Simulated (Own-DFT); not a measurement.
Ti5Si3 (Ti5Si3 crystal, atoms displaced) (calculated)

Computed with Own-DFT development build. A calculation, not a measurement: plane-wave PBEsol density functional theory by an unreviewed code, no spin, of a simulated periodic cell, stress positive in tension, free energy of the whole cell less one offset for each atom, forces on such cells passed a denser k mesh, this cell's mesh not checked; offsets are fitted by least squares, one for each functional and potential file, so energies compare only between cells with the same atoms and settings and are not formation energies; the far tail of each file's local potential was reset to the Coulomb form; each entry is a single point on an unrelaxed cell, so the pressure reflects the starting lattice, taken from the Materials Project, from which strain is counted, and rises with the displacements; printed positions are rounded, which can move forces by about a meV/angstrom; the program is a retired in-house code; no spin-orbit coupling.

Settings shared by all entries: functional PBEsol; potential files PseudoDojo norm-conserving, scalar-relativistic, made for PBE, standard set; wave cutoff 42 hartree; occupations cold (Marzari-Vanderbilt); smearing width 0.2 eV; k mesh 4 x 4 x 4 centred on Gamma.

(1) 
```xyz
48
Lattice="7.4471 0.0000 -5.1150 3.7235 6.4494 5.1150 3.7235 -6.4494 5.1150" Properties=species:S:1:pos:R:3:force_x:R:1:force_y:R:1:force_z:R:1 formula=Ti5Si3 free_energy_of_cell_above_offsets=8.240 pressure=2.44 stress_xx=-2.46 stress_yy=-3.02 stress_zz=-1.85 stress_yz=0.13 stress_xz=-0.33 stress_xy=-1.53
Ti    11.0320    -2.1941     0.0779       2.89      0.878         -2
Ti     3.6945     2.2430     2.5786      0.065     -1.252      0.425
Ti     7.4340    -4.1966     5.2138     -0.189     -0.858     -1.739
Ti    11.0574    -2.3758     2.5141      2.315      2.466      1.323
Ti     1.8881     0.0917     1.3674      0.021     -0.738     -0.346
Ti     8.5804     1.7377    -1.0538     -2.467     -1.709     -1.304
Ti     8.5170    -1.5850     3.8637     -1.329      0.171     -0.239
Ti    10.2858    -4.7405     1.1993     -1.639     -1.878      0.465
Ti     6.4688    -1.6565     6.4058     -0.269      0.242      0.019
Ti     5.4055    -0.0997     3.7484       1.89       0.98     -0.573
Si     4.5490     0.1242     1.1095     -0.461     -1.249      1.515
Si     9.7986     3.7780    -1.1052     -2.249      3.014      -1.52
Si     9.7202    -3.9672     3.8600      0.315     -0.144      0.046
Si     9.0596    -2.4933     1.2682     -4.096      0.109      0.057
Si     5.0643    -3.9495     6.2760      2.102      0.336      0.474
Si     2.9466    -0.0414     3.8773     -0.618      0.891      0.227
Ti    10.9829    -2.1389     4.9806      1.666      0.553      1.539
Ti    11.2574     2.1668     2.6907      0.654      0.462     -2.626
Ti    11.0488     2.2996     0.1722      3.483     -2.291     -1.795
Ti     7.3320     4.4473     2.5331      1.281      -2.64       -1.2
Ti     9.2677     0.1039     1.3064      0.211     -0.323      -0.04
Ti     8.4933     1.5754     3.8255     -1.744     -0.883      0.163
Ti     4.5316     4.7487     3.7960      1.555      1.485      0.141
Ti     6.5746     1.6426     1.1449      0.183      0.031      1.175
Ti    10.1954     4.6576     1.3123      1.246      4.008      0.296
Ti    12.9423    -0.1460     3.7252      1.687      1.011      0.167
Si     4.4724     0.0469     6.0883      -0.17     -0.662      2.018
Si     9.7060     3.6033     3.9240     -0.132       4.03     -0.453
Si     6.1238     2.6428     3.8794     -2.011     -2.252     -1.176
Si     5.1332     3.8766     1.2873      0.686      1.418      0.183
Si     9.0596     2.7286     1.2923     -3.891     -2.732      1.389
Si    10.5777     0.2057     3.7872     -2.597     -3.432      0.168
Ti     7.4185     4.2453     5.0061      1.486      1.225      1.999
Ti     7.5867    -4.2342     2.6013         -1     -0.561     -0.694
Ti    11.2163     2.0933     5.1387      0.621      1.325      1.606
Ti     3.6454    -2.1297     2.5003      1.149      0.736       0.28
Ti     9.2311     0.2196     6.4375      0.372     -2.789     -0.402
Ti     4.6367    -4.7869     3.7574      0.206     -1.004      0.684
Ti     8.4313    -1.6404    -1.2315     -1.215      0.429     -0.305
Ti     6.4828     1.4868     6.2255      0.858      0.976      0.958
Ti     6.5061    -1.5629     1.1387      0.343       -0.2      0.872
Ti     5.4950     0.1007    -1.1786      1.197     -1.683     -1.253
Si    11.8526    -0.0230     6.3967      1.268      0.309     -0.271
Si     6.0179    -2.6385     3.8288     -0.644      1.489     -0.277
Si     9.7658    -3.7671    -1.2880     -0.712     -2.303     -0.264
Si     5.2444     4.0300     6.3183     -0.709     -0.707      0.413
Si     5.1856    -3.8718     1.4324      0.179      0.987     -1.067
Si     2.9847    -0.1197    -1.3313     -1.787      2.728      0.944
```

Units: free_energy_of_cell_above_offsets in eV; pressure, stress_xx, stress_yy, stress_zz, stress_yz, stress_xz, stress_xy in GPa; force_x, force_y, force_z in eV/Å.

(2) 
```xyz
48
Lattice="7.4471 0.0000 -5.1150 3.7235 6.4494 5.1150 3.7235 -6.4494 5.1150" Properties=species:S:1:pos:R:3:force_x:R:1:force_y:R:1:force_z:R:1 formula=Ti5Si3 free_energy_of_cell_above_offsets=5.650 pressure=0.87 stress_xx=-2.69 stress_yy=1.06 stress_zz=-0.99 stress_yz=0.55 stress_xz=0.23 stress_xy=-0.33
Ti    11.0246    -2.2025     0.0241       1.74      0.643      -1.32
Ti     3.8255     2.1362     2.4584     -1.682       0.15      1.088
Ti     7.4219    -4.3520     5.0319     -0.423      0.401      0.845
Ti    11.1031    -2.2111     2.6360     -0.081      0.811     -2.277
Ti     1.8736     0.1032     1.2768     -0.284     -0.746     -0.075
Ti     8.3830     1.7123    -1.3176     -0.961     -1.678       0.13
Ti     8.1681    -1.6151     3.9198      3.763      1.261     -0.518
Ti    10.0677    -4.9005     1.0721      2.266      1.372      1.106
Ti     6.4913    -1.6357     6.4210      1.461      0.206      0.043
Ti     5.5209    -0.1416     3.6985      0.129      2.091      0.534
Si     4.4802     0.1085     1.2415       0.09     -2.265     -0.452
Si     9.5619     3.7797    -1.3869      2.083      2.005      0.147
Si     9.5740    -3.9004     3.8282      0.924      0.113     -0.137
Si     8.9659    -2.4430     1.1951     -1.864     -0.646      1.362
Si     5.1710    -3.7453     6.2614     -0.019     -1.879      0.891
Si     2.9300     0.0615     4.0102       0.12      -0.47     -2.874
Ti    11.1095    -2.1177     4.9266      0.467     -0.916      3.411
Ti    11.2037     2.3308     2.5638      -0.15     -1.752     -0.943
Ti     3.7266     2.2993     5.0447     -1.425     -1.645      0.942
Ti     7.5507     4.1285     2.5253     -1.447      1.214     -0.379
Ti     9.5850     0.0151     1.0979     -2.029      0.052      2.437
Ti     8.4217     1.5883     3.7281     -0.597      0.236      0.683
Ti     4.5667     4.8567     3.7627      0.251     -0.177      0.008
Ti     6.4129     1.5468     1.3517       2.04      0.324      -0.32
Ti    10.2742     4.7431     1.3026     -0.453      1.118     -0.414
Ti    13.0187     0.0274     3.9356      0.286     -0.746     -1.095
Si     4.6558    -0.0611     6.3105     -0.714      1.101      0.446
Si     9.6434     3.9835     3.8867       1.49     -0.439     -0.328
Si     5.8618     2.4930     4.0596      2.052      0.291     -2.255
Si     5.2633     3.7638     1.2817     -0.467       2.01     -0.604
Si     9.0156     2.4691     1.3498     -1.356     -0.083     -1.281
Si    10.4403    -0.0050     3.8818     -1.139      0.769     -0.601
Ti     7.5620     4.2389     5.0927     -1.394      1.098       0.03
Ti     7.3832    -4.3966     2.5463      0.477      1.784     -0.583
Ti     7.5197    -4.2199    -0.0783     -0.606     -0.627      0.974
Ti     3.7265    -2.1433     2.5051      0.146      0.063        0.4
Ti     9.3181     0.0443     6.5443     -0.366      -0.81     -1.389
Ti     4.4723    -4.7854     3.9224      1.961      -0.76     -0.852
Ti     8.3662    -1.7725    -1.3474      0.191       1.99     -0.066
Ti     6.5788     1.6780     6.2873      0.237     -0.838       1.21
Ti     6.5765    -1.4824     1.2128     -0.446     -0.377      0.392
Ti     5.6059     0.0505    -1.3652     -0.215     -0.569      0.327
Si    11.9595     0.0596     6.3554     -0.802     -1.965       0.07
Si     6.0870    -2.4580     3.9625     -3.315     -2.147     -0.891
Si     9.6405    -3.9183    -1.3713       1.11     -0.044     -0.302
Si     5.2285     3.8937     6.1846      0.377      1.098      0.982
Si     5.3226    -3.8724     1.1761     -1.011     -0.042      0.374
Si     2.9337    -0.0266    -1.3951     -0.417      -0.58      1.127
```

Units: free_energy_of_cell_above_offsets in eV; pressure, stress_xx, stress_yy, stress_zz, stress_yz, stress_xz, stress_xy in GPa; force_x, force_y, force_z in eV/Å.

(3) 
```xyz
48
Lattice="7.4471 0.0000 -5.1150 3.7235 6.4494 5.1150 3.7235 -6.4494 5.1150" Properties=species:S:1:pos:R:3:force_x:R:1:force_y:R:1:force_z:R:1 formula=Ti5Si3 free_energy_of_cell_above_offsets=7.109 pressure=1.68 stress_xx=-1.89 stress_yy=-2.45 stress_zz=-0.71 stress_yz=-0.31 stress_xz=0.04 stress_xy=-1.51
Ti     3.7210    -2.2459     4.9991     -0.428      0.837      1.468
Ti     3.6615     2.1399     2.4904       0.89     -0.684      1.149
Ti     3.8762     2.2154     0.0412     -2.448     -0.896     -0.506
Ti    10.9574    -2.0973     2.4695      2.316      0.439      1.625
Ti     1.9726     0.1784     1.3251     -0.563     -1.821     -0.158
Ti     8.2153     1.6496    -1.2244      1.228      -0.29     -0.259
Ti     8.2413    -1.5893     3.7493      0.916      0.548      0.426
Ti    10.0318    -4.7848     1.4164      2.496     -0.352     -0.612
Ti     6.5198    -1.9425     6.2644     -0.464      5.125       0.54
Ti     5.5596    -0.1060     3.8947      0.097      1.013     -0.567
Si     4.7139    -0.0459     1.0891     -1.954      -0.28       1.19
Si     9.6114     3.9628    -1.3887      0.599       0.11      0.132
Si     9.5484    -3.8401     3.8622      2.039       0.32     -0.425
Si     8.9967    -2.5704     1.2417     -2.309      1.041     -0.647
Si     5.2626    -3.7964     6.4281     -2.924     -2.548          0
Si     2.9509    -0.0808     3.8062     -1.025      0.775      0.033
Ti     7.5392     4.3731     0.0646     -1.288     -1.087     -0.866
Ti    11.3159     2.1297     2.4173     -1.914      0.801      2.457
Ti    11.1366     2.0928     0.0012     -1.217      0.661     -0.857
Ti     7.6558     4.1658     2.6218     -3.575       1.92     -0.133
Ti     9.3436     0.1313     1.2328     -0.059     -1.665      0.157
Ti     8.4373     1.7057     3.8830     -1.066     -0.022      0.006
Ti     4.6744     4.9304     3.7835      -0.42     -0.507      0.352
Ti     6.5345     1.4813     1.2770      1.055      1.614      0.229
Ti    10.2995     4.8206     1.2893     -0.438      0.412     -0.112
Ti    13.0663     0.2068     3.8660     -0.325     -3.963     -0.324
Si    12.0496     0.0833     1.2921     -0.566     -2.583     -0.279
Si     9.6765     4.0222     3.8694      1.147     -1.001      0.785
Si     5.7936     2.4153     3.9157      2.122      1.077     -1.036
Si     5.0653     3.9601     1.2637      3.012      0.113      0.496
Si     8.9396     2.5698     1.3905      0.039     -0.685     -1.024
Si    10.2882     0.0881     3.9283      0.412     -1.026     -0.586
Ti     7.2983     4.2935     5.2086      2.365      0.063     -1.758
Ti     7.3347    -4.3354     2.5184      1.341      0.477      1.969
Ti     7.4872    -4.4602     0.2302     -0.813      2.796     -4.071
Ti     3.7209    -2.2702     2.5942     -0.717      1.103      -0.94
Ti     9.1984     0.0307     6.5491      0.627     -0.032      -0.58
Ti     4.6792    -4.7058     3.6788     -0.532     -1.268      1.183
Ti     8.2925    -1.6635    -1.3854      1.112      0.521      0.488
Ti     6.4019     1.6702     6.3759      2.106     -0.126      0.303
Ti     6.5533    -1.7276     1.3751      0.189      0.948     -0.581
Ti     5.5880     0.0789    -1.3624      0.418     -0.346      0.046
Si    11.9801     0.0138     6.2840      0.149     -1.946      1.867
Si     5.9052    -2.5002     3.8614      1.364     -0.841     -0.459
Si     9.5751    -3.9958    -1.2530      1.533      2.683        0.4
Si     5.2257     3.8971     6.2519     -1.608      0.908      0.831
Si     5.2750    -3.8512     1.2928     -2.184     -0.805     -0.914
Si     2.9913     0.1509    -1.1403     -0.736     -1.532      -0.44
```

Units: free_energy_of_cell_above_offsets in eV; pressure, stress_xx, stress_yy, stress_zz, stress_yz, stress_xz, stress_xy in GPa; force_x, force_y, force_z in eV/Å.

(4) 
```xyz
48
Lattice="7.4471 0.0000 -5.1150 3.7235 6.4494 5.1150 3.7235 -6.4494 5.1150" Properties=species:S:1:pos:R:3:force_x:R:1:force_y:R:1:force_z:R:1 formula=Ti5Si3 free_energy_of_cell_above_offsets=7.289 pressure=1.78 stress_xx=-2.06 stress_yy=-1.67 stress_zz=-1.62 stress_yz=1.06 stress_xz=-0.49 stress_xy=-0.37
Ti     3.7177    -2.1552     5.0760     -0.172       0.24      2.392
Ti     3.8068     2.1380     2.5138     -0.219     -0.088      2.302
Ti     3.6951     2.0392     0.2474      0.422      1.269     -4.055
Ti    11.2743    -2.1861     2.5432     -1.297       0.31     -0.154
Ti     1.8820     0.0893     1.3374      0.008     -1.545     -0.443
Ti     8.4437     1.5672    -1.2925     -0.861      0.437     -0.099
Ti     8.2750    -1.5724     3.7168      0.848      0.462      1.048
Ti    10.3532    -4.7947     1.0176     -1.467     -0.363      1.941
Ti     6.4242    -1.6516     6.4329      0.939      0.324      0.142
Ti     5.4885    -0.0673     3.9437      1.108      1.462     -0.548
Si     4.6154     0.0236     1.2094     -0.974     -1.402      1.147
Si     9.7679     3.8663    -1.2774     -0.061      0.701      0.194
Si     9.5588    -3.9294     3.7944      2.028      0.495      0.733
Si     8.6952    -2.3876     1.3404      2.509      0.478     -1.211
Si     5.2078    -3.9193     6.3755     -0.328      0.367      0.636
Si     3.0255    -0.0572     3.8064     -1.673      0.955       0.24
Ti    11.2226    -1.8925     5.0745     -0.077     -3.126       1.01
Ti    10.9689     2.1845     2.3867      2.504     -0.197      3.637
Ti    11.0422     2.1505     0.0576      1.977     -0.426     -2.464
Ti     7.3930     4.2512     2.5720      1.218      1.175     -0.898
Ti     9.3652     0.1862     1.3456     -0.333     -2.236     -0.621
Ti     8.4893     1.6657     3.7296     -0.347     -0.847      0.265
Ti     4.7416     4.9931     3.8920     -1.999     -2.124     -0.098
Ti     6.5967     1.5231     1.1778     -0.158       0.76      0.602
Ti    10.2895     4.9364     1.4213      0.148     -0.589     -0.711
Ti    13.0456    -0.0583     3.7063      0.284      0.832      1.131
Si    12.0174     0.0606     1.3611      -0.21     -0.381     -0.703
Si     9.7326     3.8808     3.9488     -1.382       1.52     -1.647
Si     6.2312     2.5671     3.8479     -3.584     -2.389     -0.673
Si     5.1461     3.9806     1.3461      0.298     -0.986     -0.808
Si     8.9607     2.5489     1.2593     -2.781      1.667     -0.971
Si    10.3929    -0.0530     3.8767     -0.632      1.632      -1.35
Ti     7.3735     4.1195     5.1177      0.718      3.817      0.982
Ti     7.5087    -4.1085     2.5158      -2.25     -1.882      1.135
Ti     7.3575    -4.1271    -0.0518      1.798     -2.748      0.538
Ti     3.5726    -2.2381     2.7249      2.445      1.145     -3.403
Ti     9.2749    -0.1062     6.2148      0.253      2.033      0.847
Ti     4.5877    -4.7683     3.9767      0.355     -0.161     -1.072
Ti     8.3770    -1.7602    -1.3198     -0.188      2.075      0.277
Ti     6.6262     1.6085     6.3420     -1.679     -1.141      0.314
Ti     6.3232    -1.7173     1.2190      1.065       0.59      0.929
Ti     5.6405    -0.0263    -1.1894     -0.423       0.13     -0.587
Si    12.0427     0.0220     6.5356     -0.643       1.02     -0.296
Si     5.9615    -2.4334     3.9740      0.237     -1.624     -0.771
Si     9.7183    -3.7759    -1.2264     -1.637       -3.3     -0.439
Si     5.2097     3.7339     6.3955     -0.363       1.86      -0.03
Si     5.0720    -3.9002     1.1681      1.874     -1.051      1.253
Si     2.7489     0.0598    -1.4207      2.703      0.851      0.361
```

Units: free_energy_of_cell_above_offsets in eV; pressure, stress_xx, stress_yy, stress_zz, stress_yz, stress_xz, stress_xy in GPa; force_x, force_y, force_z in eV/Å.
